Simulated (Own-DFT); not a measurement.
## Calculated data, GaP (zincblende, strained, atoms displaced), Si$_{3}$N$_{4}$ (beta silicon nitride, strained, atoms displaced), GaN (wurtzite, strained, atoms displaced)

A calculation, not a measurement: plane-wave PBE density functional theory by an unreviewed code, no spin, of a simulated periodic cell, stress positive in tension, free energy of the whole cell less one offset for each atom, forces on such cells passed a denser k mesh, this cell's mesh not checked; offsets are fitted by least squares, one for each functional and potential file, so energies compare only between cells with the same atoms and settings and are not formation energies; the far tail of each file's local potential was reset to the Coulomb form; each entry is a single point on an unrelaxed cell, so the pressure reflects the starting lattice, mostly measured values (interpolated for alloys), from which strain is counted, and rises with the displacements; printed positions are rounded, which can move forces by about a meV/angstrom; the program, named Own-DFT, is a retired in-house code; no spin-orbit coupling. Program: Own-DFT development build.

Settings shared by all entries: functional PBE.

```yaml
- entry: 1
  formula: GaP
  kind: "zincblende, strained, atoms displaced"
  structure:
    cell_angstrom: [[10.862, 0.0, 0.0], [0.0, 10.862, 0.0], [0.0, 0.0, 10.9439]]
    atoms_fractional:
      - [Ga, 0.99313, 0.98735, 0.00227]
      - [Ga, 0.99489, 0.24345, 0.25735]
      - [Ga, 0.24903, 0.00365, 0.2509]
      - [Ga, 0.25373, 0.2597, 0.99963]
      - [P, 0.12198, 0.11688, 0.12824]
      - [P, 0.12445, 0.36193, 0.37141]
      - [P, 0.38463, 0.11782, 0.3716]
      - [P, 0.37701, 0.38684, 0.12941]
      - [Ga, 0.99055, 0.99356, 0.50189]
      - [Ga, 0.01046, 0.25145, 0.75352]
      - [Ga, 0.24742, 0.0075, 0.74768]
      - [Ga, 0.23736, 0.23703, 0.51509]
      - [P, 0.12871, 0.13485, 0.62668]
      - [P, 0.1173, 0.37209, 0.88201]
      - [P, 0.36227, 0.12792, 0.87732]
      - [P, 0.37065, 0.36731, 0.6265]
      - [Ga, 0.00124, 0.49556, 0.0127]
      - [Ga, 0.99919, 0.73218, 0.25404]
      - [Ga, 0.26022, 0.49819, 0.24316]
      - [Ga, 0.24004, 0.74856, 0.00782]
      - [P, 0.12416, 0.61917, 0.12284]
      - [P, 0.11726, 0.87754, 0.37191]
      - [P, 0.38104, 0.62358, 0.37727]
      - [P, 0.37198, 0.87758, 0.13521]
      - [Ga, 0.99837, 0.49284, 0.48751]
      - [Ga, 0.9922, 0.74186, 0.75571]
      - [Ga, 0.26602, 0.50897, 0.74857]
      - [Ga, 0.25331, 0.75039, 0.50093]
      - [P, 0.12974, 0.63051, 0.62671]
      - [P, 0.12615, 0.86412, 0.87084]
      - [P, 0.36443, 0.61692, 0.87464]
      - [P, 0.36327, 0.87848, 0.64109]
      - [Ga, 0.49911, 0.99064, 0.998]
      - [Ga, 0.50768, 0.24762, 0.25048]
      - [Ga, 0.7489, 0.01783, 0.25465]
      - [Ga, 0.75277, 0.25933, 0.00932]
      - [P, 0.61971, 0.12855, 0.13104]
      - [P, 0.61574, 0.36648, 0.37378]
      - [P, 0.87872, 0.11491, 0.38427]
      - [P, 0.86875, 0.36633, 0.11916]
      - [Ga, 0.51003, 0.00078, 0.49696]
      - [Ga, 0.50205, 0.25618, 0.74798]
      - [Ga, 0.75778, 0.00133, 0.75109]
      - [Ga, 0.74274, 0.24167, 0.50607]
      - [P, 0.61475, 0.12108, 0.62628]
      - [P, 0.61163, 0.37798, 0.87319]
      - [P, 0.87854, 0.11923, 0.89033]
      - [P, 0.87052, 0.374, 0.61583]
      - [Ga, 0.50101, 0.49751, 0.00272]
      - [Ga, 0.50483, 0.7501, 0.24319]
      - [Ga, 0.75006, 0.49547, 0.24239]
      - [Ga, 0.75602, 0.74914, 0.00474]
      - [P, 0.62546, 0.64877, 0.12315]
      - [P, 0.63286, 0.86812, 0.36894]
      - [P, 0.87885, 0.62243, 0.37177]
      - [P, 0.87172, 0.87261, 0.12736]
      - [Ga, 0.5001, 0.50399, 0.50308]
      - [Ga, 0.50841, 0.74211, 0.74654]
      - [Ga, 0.74249, 0.48541, 0.7454]
      - [Ga, 0.74207, 0.76011, 0.49901]
      - [P, 0.63057, 0.62256, 0.62549]
      - [P, 0.62453, 0.86913, 0.86886]
      - [P, 0.87268, 0.61801, 0.87129]
      - [P, 0.87262, 0.87441, 0.61821]
  settings:
    potential_files: "PseudoDojo norm-conserving, scalar-relativistic, standard set"
    "wave_cutoff [hartree]": 42.0
    occupations: Fermi-Dirac
    "smearing_width [eV]": 0.1
    k_mesh: "3 x 3 x 3 centred on Gamma"
  results:
    "free_energy_of_cell_above_offsets [eV]": "-29.472"
    "pressure [GPa]": 4.45
    "stress_xx [GPa]": -4.54
    "stress_yy [GPa]": -4.48
    "stress_zz [GPa]": -4.34
    "stress_yz [GPa]": -0.77
    "stress_xz [GPa]": 0.1
    "stress_xy [GPa]": -0.64
    force_element: [Ga, Ga, Ga, Ga, P, P, P, P, Ga, Ga, Ga, Ga, P, P, P, P, Ga, Ga, Ga, Ga, P, P, P, P, Ga, Ga, Ga, Ga, P, P, P, P, Ga, Ga, Ga, Ga, P, P, P, P, Ga, Ga, Ga, Ga, P, P, P, P, Ga, Ga, Ga, Ga, P, P, P, P, Ga, Ga, Ga, Ga, P, P, P, P]
    "force_x [eV/angstrom]": [1.438, 0.089, -0.262, -0.763, -0.082, 0.856, -1.115, 1.193, 1.959, -1.784, -0.769, 3.341, -3.226, 1.189, 1.773, 0.202, -0.712, 0.538, -1.618, 1.151, 0.241, 0.757, -0.416, -0.035, 0.824, 0.637, -2.605, -0.365, -0.794, -0.627, 2.433, 2.103, -0.377, -2.017, 0.166, -2.262, 0.668, 1.533, -1.041, 1.975, -1.212, -1.172, -0.614, 0.148, 1.351, 1.662, -0.553, 0.558, -0.225, -1.423, -0.698, 0.272, 0.342, -1.054, -1.817, 0.133, -0.084, -1.645, 0.759, 1.091, -0.054, 0.695, -0.584, -0.073]
    "force_y [eV/angstrom]": [-0.241, -0.492, -0.137, -0.485, 1.016, 0.876, 0.769, -2.442, 0.105, -0.079, -0.2, 2.419, -3.609, 1.293, -0.109, 0.886, -0.148, 1.906, 0.9, 0.327, 0.021, -0.716, 0.532, -0.675, 0.446, 0.461, -1.929, 0.74, -1.214, 1.21, 2.13, -0.854, 0.599, 0.357, -1.653, -2.231, -0.598, 1.411, 1.744, 1.723, -1.502, -1.272, 0.127, 0.166, 0.304, -0.613, 1.096, -0.615, 1.733, 0.71, 0.525, 0.615, -3.672, 1.535, -0.614, 0.017, -1.021, 0.315, 0.718, -1.598, -0.005, 0.374, -0.788, -0.591]
    "force_z [eV/angstrom]": [0.088, -0.834, 0.617, 0.879, -0.687, 0.168, 0.696, -0.861, 0.265, 0.107, 1.046, -3.756, 1.778, -0.336, 0.07, -0.584, -1.478, -0.87, 1.893, -0.628, 1.146, 0.26, -0.563, -1.097, 0.936, -0.955, -1.354, -0.187, -0.446, 0.22, 2.113, -1.928, -0.132, -0.02, -0.417, -2.366, -1.779, 0.79, -0.335, 2.441, -0.028, 0.231, 0.19, -0.633, 0.994, 0.73, -1.519, 0.819, 0.026, 1.599, 0.598, -1.653, -0.604, -0.369, 0.849, 1.127, 0.023, 0.537, 0.345, 0.171, -0.599, 0.607, 1.003, 1.659]
- entry: 2
  formula: Si3N4
  kind: "beta silicon nitride, strained, atoms displaced"
  structure:
    cell_angstrom:
      - [7.6593, 0.0754, 0.0286]
      - [-3.7643, 6.4933, 0.0333]
      - [0.0329, 0.0631, 8.8556]
    atoms_fractional:
      - [Si, 0.17113, 0.77609, 0.0697]
      - [Si, 0.22397, 0.40164, 0.09458]
      - [Si, 0.59811, 0.82888, 0.08637]
      - [Si, 0.83469, 0.22805, 0.25274]
      - [Si, 0.76714, 0.59135, 0.24905]
      - [Si, 0.40829, 0.17782, 0.24233]
      - ["N", 0.34893, 0.04613, 0.0869]
      - ["N", 0.97254, 0.29686, 0.08802]
      - ["N", 0.70367, 0.6703, 0.08206]
      - ["N", 0.67429, 0.96783, 0.24052]
      - ["N", 0.02544, 0.69552, 0.2559]
      - ["N", 0.30058, 0.32537, 0.25408]
      - ["N", 0.34304, 0.67845, 0.07101]
      - ["N", 0.67159, 0.33907, 0.24193]
      - [Si, 0.16524, 0.77461, 0.41427]
      - [Si, 0.22711, 0.38703, 0.4181]
      - [Si, 0.60495, 0.83116, 0.42027]
      - [Si, 0.82215, 0.2239, 0.57774]
      - [Si, 0.76697, 0.59051, 0.57421]
      - [Si, 0.39995, 0.16871, 0.57831]
      - ["N", 0.33144, 0.02498, 0.41735]
      - ["N", 0.96774, 0.30638, 0.42197]
      - ["N", 0.69417, 0.661, 0.41164]
      - ["N", 0.66513, 0.96861, 0.58724]
      - ["N", 0.0236, 0.68618, 0.58447]
      - ["N", 0.29337, 0.32649, 0.58641]
      - ["N", 0.33585, 0.66269, 0.41698]
      - ["N", 0.68133, 0.33134, 0.57948]
      - [Si, 0.1819, 0.78157, 0.74641]
      - [Si, 0.22574, 0.40848, 0.73967]
      - [Si, 0.59073, 0.83233, 0.74025]
      - [Si, 0.8177, 0.22162, 0.91284]
      - [Si, 0.76402, 0.58296, 0.92211]
      - [Si, 0.41338, 0.17924, 0.91547]
      - ["N", 0.32649, 0.04033, 0.74302]
      - ["N", 0.96772, 0.29553, 0.7475]
      - ["N", 0.70157, 0.66177, 0.74809]
      - ["N", 0.67124, 0.96877, 0.91268]
      - ["N", 0.03937, 0.71514, 0.91915]
      - ["N", 0.29619, 0.32762, 0.92561]
      - ["N", 0.33431, 0.6676, 0.75747]
      - ["N", 0.67148, 0.32951, 0.90922]
  settings:
    potential_files: "PseudoDojo norm-conserving, scalar-relativistic, standard set"
    "wave_cutoff [hartree]": 42.0
    occupations: Fermi-Dirac
    "smearing_width [eV]": 0.1
    k_mesh: "3 x 3 x 3 centred on Gamma"
  results:
    "free_energy_of_cell_above_offsets [eV]": "-3.656"
    "pressure [GPa]": 4.32
    "stress_xx [GPa]": -1.53
    "stress_yy [GPa]": -9.86
    "stress_zz [GPa]": -1.57
    "stress_yz [GPa]": 0.8
    "stress_xz [GPa]": 1.55
    "stress_xy [GPa]": 2.4
    force_element: [Si, Si, Si, Si, Si, Si, "N", "N", "N", "N", "N", "N", "N", "N", Si, Si, Si, Si, Si, Si, "N", "N", "N", "N", "N", "N", "N", "N", Si, Si, Si, Si, Si, Si, "N", "N", "N", "N", "N", "N", "N", "N"]
    "force_x [eV/angstrom]": [3.118, 1.312, -0.47, -2.019, 0.428, 2.144, -0.546, -1.237, 0.015, 0.365, 0.227, -1.08, -1.457, 0.477, 2.652, -1.501, -2.654, 1.481, 0.484, 1.813, -0.186, 1.716, -0.027, 0.462, 0.874, 1.363, -0.434, -4.924, -0.821, 0.272, 1.816, 2.788, -0.063, -1.586, 0.769, -0.231, -1.19, -0.214, -2.429, -0.039, -0.763, -0.703]
    "force_y [eV/angstrom]": [0.594, 2.014, -1.49, 1.023, 1.129, 0.359, -3.077, -0.458, -0.103, 1.067, 0.987, 0.176, -1.59, -2.602, -3.006, 3.493, -2.119, 1.485, -0.2, 2.14, 2.412, -0.996, 0.789, 0.625, 1.945, -0.903, 0.391, -0.67, -2.401, -0.519, -3.72, 1.508, 2.722, 0.655, -0.498, -0.319, 0.817, -1.265, -1.369, 0.018, 1.201, -0.246]
    "force_z [eV/angstrom]": [5.149, -2.924, -2.891, -0.552, -0.668, 2.611, -2.486, -1.034, 0.59, 3.815, -2.471, -0.009, 1.275, 0.542, 0.922, 0.24, -1.853, 2.479, 2.575, -0.325, -1.017, -2.029, 0.82, -3.487, -0.228, -1.533, -0.02, -0.403, -0.018, 4.122, 4.88, 0.481, -2.124, -0.178, 1.931, -0.416, -0.371, -0.076, -2.991, -1.559, -1.149, 0.381]
- entry: 3
  formula: GaP
  kind: "zincblende, strained, atoms displaced"
  structure:
    cell_angstrom: [[10.862, 0.0, 0.0], [0.0, 10.862, 0.0], [0.0, 0.0, 10.9439]]
    atoms_fractional:
      - [Ga, 0.00456, 0.99776, 9.0e-05]
      - [Ga, 0.00023, 0.24652, 0.25042]
      - [Ga, 0.25088, 0.00284, 0.24902]
      - [Ga, 0.25136, 0.24899, 0.99848]
      - [P, 0.12205, 0.12483, 0.12795]
      - [P, 0.12309, 0.37355, 0.37795]
      - [P, 0.37164, 0.12835, 0.37682]
      - [P, 0.37848, 0.37612, 0.12534]
      - [Ga, 0.9977, 0.99585, 0.50402]
      - [Ga, 0.0013, 0.25321, 0.74415]
      - [Ga, 0.25423, 0.99947, 0.74679]
      - [Ga, 0.24778, 0.25496, 0.50148]
      - [P, 0.12686, 0.12338, 0.62427]
      - [P, 0.13041, 0.37393, 0.87212]
      - [P, 0.37016, 0.12459, 0.8761]
      - [P, 0.37636, 0.37242, 0.62784]
      - [Ga, 0.99825, 0.49789, 0.99752]
      - [Ga, 0.00323, 0.74525, 0.24795]
      - [Ga, 0.24885, 0.50551, 0.24731]
      - [Ga, 0.25104, 0.75008, 0.00289]
      - [P, 0.12451, 0.62214, 0.12369]
      - [P, 0.12522, 0.87368, 0.37526]
      - [P, 0.37602, 0.62674, 0.37495]
      - [P, 0.37281, 0.8787, 0.12369]
      - [Ga, 0.00052, 0.49881, 0.49718]
      - [Ga, 0.99553, 0.74564, 0.75628]
      - [Ga, 0.25018, 0.50096, 0.74963]
      - [Ga, 0.25319, 0.75316, 0.4993]
      - [P, 0.1313, 0.62264, 0.62475]
      - [P, 0.12106, 0.87233, 0.87611]
      - [P, 0.37762, 0.6177, 0.87422]
      - [P, 0.37537, 0.87104, 0.62093]
      - [Ga, 0.50041, 0.0066, 0.99984]
      - [Ga, 0.49942, 0.24531, 0.25382]
      - [Ga, 0.75064, 0.99988, 0.25419]
      - [Ga, 0.74623, 0.24859, 0.99989]
      - [P, 0.62182, 0.12121, 0.12371]
      - [P, 0.62983, 0.38135, 0.37462]
      - [P, 0.87394, 0.12737, 0.37547]
      - [P, 0.87398, 0.374, 0.12315]
      - [Ga, 0.49961, 0.99587, 0.50212]
      - [Ga, 0.50172, 0.25155, 0.75628]
      - [Ga, 0.74854, 0.99793, 0.75037]
      - [Ga, 0.74994, 0.24638, 0.50116]
      - [P, 0.62569, 0.12962, 0.62706]
      - [P, 0.62613, 0.3763, 0.87777]
      - [P, 0.87704, 0.12654, 0.87336]
      - [P, 0.87093, 0.37694, 0.62419]
      - [Ga, 0.50029, 0.50216, 0.99567]
      - [Ga, 0.49754, 0.75438, 0.25067]
      - [Ga, 0.75635, 0.50064, 0.2481]
      - [Ga, 0.74732, 0.74946, 0.00258]
      - [P, 0.62578, 0.62838, 0.1273]
      - [P, 0.62792, 0.87524, 0.37052]
      - [P, 0.87464, 0.62465, 0.37886]
      - [P, 0.87676, 0.87474, 0.12401]
      - [Ga, 0.5007, 0.50053, 0.50079]
      - [Ga, 0.49982, 0.75597, 0.75109]
      - [Ga, 0.75013, 0.49817, 0.74946]
      - [Ga, 0.75455, 0.74699, 0.49386]
      - [P, 0.6245, 0.63089, 0.61918]
      - [P, 0.62533, 0.87453, 0.87267]
      - [P, 0.87238, 0.62065, 0.87454]
      - [P, 0.87406, 0.87198, 0.62341]
  settings:
    potential_files: "PseudoDojo norm-conserving, scalar-relativistic, standard set"
    "wave_cutoff [hartree]": 42.0
    occupations: Fermi-Dirac
    "smearing_width [eV]": 0.1
    hardware: "one NVIDIA H100"
    k_mesh: "3 x 3 x 3 centred on Gamma"
  results:
    "free_energy_of_cell_above_offsets [eV]": "-35.137"
    "pressure [GPa]": 3.1
    "stress_xx [GPa]": -3.3
    "stress_yy [GPa]": -3.26
    "stress_zz [GPa]": -2.74
    "stress_yz [GPa]": -0.11
    "stress_xz [GPa]": 0.0
    "stress_xy [GPa]": -0.08
    force_element: [Ga, Ga, Ga, Ga, P, P, P, P, Ga, Ga, Ga, Ga, P, P, P, P, Ga, Ga, Ga, Ga, P, P, P, P, Ga, Ga, Ga, Ga, P, P, P, P, Ga, Ga, Ga, Ga, P, P, P, P, Ga, Ga, Ga, Ga, P, P, P, P, Ga, Ga, Ga, Ga, P, P, P, P, Ga, Ga, Ga, Ga, P, P, P, P]
    "force_x [eV/angstrom]": [-0.588, -0.205, -0.249, -0.27, 0.499, 0.201, 0.214, -0.237, 0.271, -0.055, -0.536, 0.205, -0.185, -0.66, 0.638, 0.115, 0.341, -0.359, 0.284, 0.003, -0.155, -0.029, -0.091, 0.351, 0.001, 0.44, 0.292, -0.535, -0.834, 0.868, -0.374, 0.09, -0.304, 0.34, 0.251, 0.349, 0.621, -0.344, 0.224, 0.269, 0.349, -0.22, 0.362, -0.149, -0.398, 0.005, -0.012, 0.518, 0.423, 0.068, -0.38, 0.307, -0.338, -0.346, 0.752, -0.079, -0.079, -0.044, -0.548, -0.632, 0.092, -0.146, -0.231, -0.128]
    "force_y [eV/angstrom]": [0.398, 0.557, -0.121, 0.317, 0.045, 0.305, -0.497, -0.138, 0.339, -0.15, -0.364, -0.378, 0.06, 0.052, -0.085, 0.338, -0.261, 0.352, -0.753, -0.257, 0.128, 0.206, -0.101, -0.056, 0.149, 0.018, -0.334, -0.599, 0.509, 0.031, 1.401, 0.539, -0.874, 0.731, 0.143, -0.218, 0.501, -0.836, -0.52, -0.278, 0.672, -0.14, 0.363, 0.701, -0.758, 0.023, -0.174, -0.207, -0.233, -0.169, 0.203, 0.119, -0.403, -0.094, -0.262, -0.024, -0.093, -0.886, 0.385, 0.643, -0.351, 0.327, 0.23, -0.171]
    "force_z [eV/angstrom]": [0.01, 0.058, 0.336, 0.686, -0.53, -0.827, 0.306, 0.013, -0.458, 0.336, 0.175, 0.172, -0.094, 0.205, -0.293, -0.138, -0.093, 0.297, 0.428, -0.487, -0.363, -0.164, -0.04, -0.011, 0.654, -0.833, -0.127, -0.284, -0.078, -0.372, -0.184, 0.685, -0.439, -0.143, -0.743, 0.036, 0.621, -0.029, 0.234, 0.094, -0.355, -0.223, -0.213, -0.24, 0.063, -0.216, 0.113, -0.232, 0.956, -0.245, 0.027, -0.256, -0.04, 0.727, -0.978, 0.238, -0.019, -0.163, -0.316, 0.479, 0.764, 0.659, 0.406, 0.45]
    "wall_time [s]": 510.7
- entry: 4
  formula: GaN
  kind: "wurtzite, strained, atoms displaced"
  structure:
    cell_angstrom: [[12.756, 0.0, 0.0], [-4.7835, 8.2853, 0.0829], [0.0, 0.1037, 10.37]]
    atoms_fractional:
      - [Ga, 0.07455, 0.21368, 0.00489]
      - [Ga, 0.17269, 0.11686, 0.24866]
      - ["N", 0.08225, 0.22019, 0.18751]
      - ["N", 0.17404, 0.11043, 0.44401]
      - [Ga, 0.08749, 0.22522, 0.50068]
      - [Ga, 0.16538, 0.10605, 0.75104]
      - ["N", 0.08021, 0.22879, 0.68377]
      - ["N", 0.1664, 0.11478, 0.93344]
      - [Ga, 0.07882, 0.54627, 0.00174]
      - [Ga, 0.16932, 0.45267, 0.24898]
      - ["N", 0.08456, 0.54788, 0.1821]
      - ["N", 0.15529, 0.42159, 0.44479]
      - [Ga, 0.08441, 0.56173, 0.5003]
      - [Ga, 0.16772, 0.45382, 0.74637]
      - ["N", 0.08034, 0.54634, 0.68207]
      - ["N", 0.16958, 0.44855, 0.92537]
      - [Ga, 0.0772, 0.88193, 0.99785]
      - [Ga, 0.16725, 0.76428, 0.24663]
      - ["N", 0.08913, 0.88572, 0.19146]
      - ["N", 0.17067, 0.78046, 0.44141]
      - [Ga, 0.08483, 0.89202, 0.50831]
      - [Ga, 0.16261, 0.76852, 0.74944]
      - ["N", 0.07629, 0.8862, 0.68427]
      - ["N", 0.1666, 0.7858, 0.93163]
      - [Ga, 0.33342, 0.21772, 0.00189]
      - [Ga, 0.40968, 0.09186, 0.25121]
      - ["N", 0.32808, 0.22058, 0.18747]
      - ["N", 0.42016, 0.11978, 0.43485]
      - [Ga, 0.32947, 0.21796, 0.50638]
      - [Ga, 0.4217, 0.12708, 0.74831]
      - ["N", 0.32764, 0.22237, 0.68351]
      - ["N", 0.41879, 0.1121, 0.9384]
      - [Ga, 0.32817, 0.56199, 0.00314]
      - [Ga, 0.42004, 0.44555, 0.25252]
      - ["N", 0.33854, 0.56201, 0.18806]
      - ["N", 0.41904, 0.45568, 0.44627]
      - [Ga, 0.33974, 0.56573, 0.50084]
      - [Ga, 0.41349, 0.44304, 0.75205]
      - ["N", 0.34093, 0.56479, 0.68773]
      - ["N", 0.41743, 0.44256, 0.93661]
      - [Ga, 0.33113, 0.89651, 0.00452]
      - [Ga, 0.40965, 0.77216, 0.24338]
      - ["N", 0.33346, 0.8814, 0.1881]
      - ["N", 0.42028, 0.77871, 0.43648]
      - [Ga, 0.33805, 0.88942, 0.49954]
      - [Ga, 0.41669, 0.78216, 0.75661]
      - ["N", 0.33038, 0.89645, 0.68706]
      - ["N", 0.40879, 0.77289, 0.93415]
      - [Ga, 0.58104, 0.22123, 0.00397]
      - [Ga, 0.65858, 0.1096, 0.25203]
      - ["N", 0.58421, 0.2148, 0.18742]
      - ["N", 0.667, 0.11314, 0.43871]
      - [Ga, 0.58327, 0.22114, 0.49257]
      - [Ga, 0.66381, 0.10748, 0.74998]
      - ["N", 0.58035, 0.23209, 0.69327]
      - ["N", 0.66931, 0.11505, 0.94092]
      - [Ga, 0.58893, 0.55695, 0.0001]
      - [Ga, 0.66376, 0.4396, 0.24186]
      - ["N", 0.57761, 0.55792, 0.1963]
      - ["N", 0.67033, 0.44743, 0.44061]
      - [Ga, 0.58272, 0.55038, 0.49997]
      - [Ga, 0.65938, 0.43282, 0.74777]
      - ["N", 0.58441, 0.55915, 0.68858]
      - ["N", 0.66445, 0.44208, 0.9335]
      - [Ga, 0.57568, 0.88658, 0.9998]
      - [Ga, 0.66672, 0.77171, 0.25282]
      - ["N", 0.58112, 0.89156, 0.19422]
      - ["N", 0.67198, 0.78756, 0.43708]
      - [Ga, 0.58129, 0.89814, 0.50354]
      - [Ga, 0.6594, 0.77034, 0.74943]
      - ["N", 0.57841, 0.89308, 0.68857]
      - ["N", 0.67445, 0.78428, 0.95346]
      - [Ga, 0.84002, 0.2249, 0.00346]
      - [Ga, 0.91102, 0.10936, 0.25266]
      - ["N", 0.83857, 0.2277, 0.18424]
      - ["N", 0.91849, 0.11701, 0.43827]
      - [Ga, 0.84116, 0.22723, 0.50234]
      - [Ga, 0.91427, 0.11859, 0.74849]
      - ["N", 0.83662, 0.22878, 0.69117]
      - ["N", 0.90875, 0.09745, 0.94172]
      - [Ga, 0.83601, 0.55112, 0.9911]
      - [Ga, 0.91333, 0.44619, 0.246]
      - ["N", 0.83334, 0.55409, 0.19021]
      - ["N", 0.9219, 0.43759, 0.43804]
      - [Ga, 0.83692, 0.54058, 0.49875]
      - [Ga, 0.91635, 0.44277, 0.75542]
      - ["N", 0.83589, 0.55507, 0.68249]
      - ["N", 0.92144, 0.45253, 0.94111]
      - [Ga, 0.83933, 0.89724, 0.9982]
      - [Ga, 0.91149, 0.771, 0.25458]
      - ["N", 0.82137, 0.87995, 0.1814]
      - ["N", 0.92038, 0.77972, 0.43246]
      - [Ga, 0.83647, 0.8955, 0.4983]
      - [Ga, 0.91257, 0.77014, 0.75817]
      - ["N", 0.82531, 0.88262, 0.69651]
      - ["N", 0.91728, 0.78207, 0.94515]
  settings:
    potential_files: "PseudoDojo norm-conserving, scalar-relativistic, standard set with the stringent files for Ga"
    "wave_cutoff [hartree]": 96.0
    occupations: Gaussian
    "smearing_width [eV]": 0.01
    k_mesh: "3 x 4 x 3 centred on Gamma"
  results:
    "free_energy_of_cell_above_offsets [eV]": "-3.954"
    "pressure [GPa]": 7.17
    "stress_xx [GPa]": -6.09
    "stress_yy [GPa]": -7.49
    "stress_zz [GPa]": -7.93
    "stress_yz [GPa]": 1.94
    "stress_xz [GPa]": -0.21
    "stress_xy [GPa]": -0.29
    force_element: [Ga, Ga, "N", "N", Ga, Ga, "N", "N", Ga, Ga, "N", "N", Ga, Ga, "N", "N", Ga, Ga, "N", "N", Ga, Ga, "N", "N", Ga, Ga, "N", "N", Ga, Ga, "N", "N", Ga, Ga, "N", "N", Ga, Ga, "N", "N", Ga, Ga, "N", "N", Ga, Ga, "N", "N", Ga, Ga, "N", "N", Ga, Ga, "N", "N", Ga, Ga, "N", "N", Ga, Ga, "N", "N", Ga, Ga, "N", "N", Ga, Ga, "N", "N", Ga, Ga, "N", "N", Ga, Ga, "N", "N", Ga, Ga, "N", "N", Ga, Ga, "N", "N", Ga, Ga, "N", "N", Ga, Ga, "N", "N"]
    "force_x [eV/angstrom]": [1.143, -1.492, -0.149, -1.674, 0.2, -1.289, 0.788, -0.044, 1.524, 1.044, -1.106, 0.508, 1.046, 1.611, -1.105, -0.933, 1.135, -1.468, -0.817, 0.086, -0.175, -0.203, 0.552, 0.468, -0.912, -0.532, 2.394, -0.116, 0.916, -1.257, 0.706, -0.278, 1.269, -1.32, -0.627, 0.458, -0.968, 0.177, -0.967, -0.211, 0.064, 2.501, -1.242, -0.952, -0.536, -0.956, 0.753, 0.122, 0.808, 2.676, -2.331, 0.537, -0.14, -0.049, 1.701, -0.152, -1.262, -0.251, 2.049, 0.152, 0.224, 0.507, -0.189, 0.885, 1.324, -1.501, -0.066, -0.626, 1.455, 0.194, 0.706, -1.922, -1.122, 0.743, -1.087, 0.503, -0.745, 1.47, -1.433, 0.253, -1.936, 1.197, -0.687, -0.655, -1.191, -0.138, -0.306, 0.207, -0.602, 0.323, 2.19, -0.091, 0.206, -0.643, 0.807, -0.132]
    "force_y [eV/angstrom]": [0.75, -1.743, 0.321, -0.129, -3.833, 0.376, -0.659, -0.578, 1.642, -2.189, 0.638, 6.496, -1.015, -1.199, 1.412, -0.688, 1.455, 1.077, -0.065, -0.169, -0.619, 0.907, -0.269, -1.167, 0.735, 2.311, 0.666, -0.979, 1.382, -2.066, 0.396, 0.21, -1.677, -0.919, -1.532, -1.658, -1.338, 0.278, -0.153, 0.478, -1.053, 0.845, 0.31, 0.691, 0.255, -0.098, -0.062, 1.469, -0.057, -0.776, 1.075, 0.837, 0.815, 1.056, -2.714, -0.094, 0.315, 0.38, -0.933, -0.529, 1.56, 3.619, -1.271, 0.175, 0.26, 1.086, -0.604, -0.693, -1.244, 1.051, -0.169, -0.973, -0.865, -0.558, -0.253, -0.619, -1.169, -1.641, -0.48, 4.355, 0.872, -0.769, -0.086, 1.172, 1.8, 0.56, -0.549, -1.523, -3.049, 1.294, 1.287, -0.378, -1.06, 0.654, 1.022, -1.432]
    "force_z [eV/angstrom]": [-1.319, 1.007, 0.643, -1.2, 0.812, -0.549, 1.273, 1.147, -1.311, 1.244, 0.805, -2.472, -0.528, -0.974, 0.984, 2.543, 1.023, 0.895, -0.556, -0.852, -2.339, -0.81, 2.158, 1.236, -0.555, 0.021, 0.074, 0.267, -1.507, 0.314, 1.779, 0.069, -0.87, 0.769, -0.043, -1.232, 0.433, -0.359, 0.19, 0.994, -1.607, 1.595, -0.452, -0.582, 0.379, -1.806, 0.305, 1.757, -0.956, -0.001, 0.025, 0.279, 0.986, 0.556, -2.128, -0.342, 0.157, 1.263, -1.484, -0.941, 0.11, 0.199, 0.0, 0.971, 0.735, 0.164, -0.803, 0.899, -0.776, 1.041, 0.371, -1.985, -0.674, -0.417, 1.091, 0.055, 0.115, 0.356, -0.307, -1.527, 1.44, 0.717, -1.217, -1.081, -0.276, -0.961, 1.491, -0.713, 1.226, -1.425, 1.302, 1.902, 0.778, -1.306, -0.819, -0.878]
```
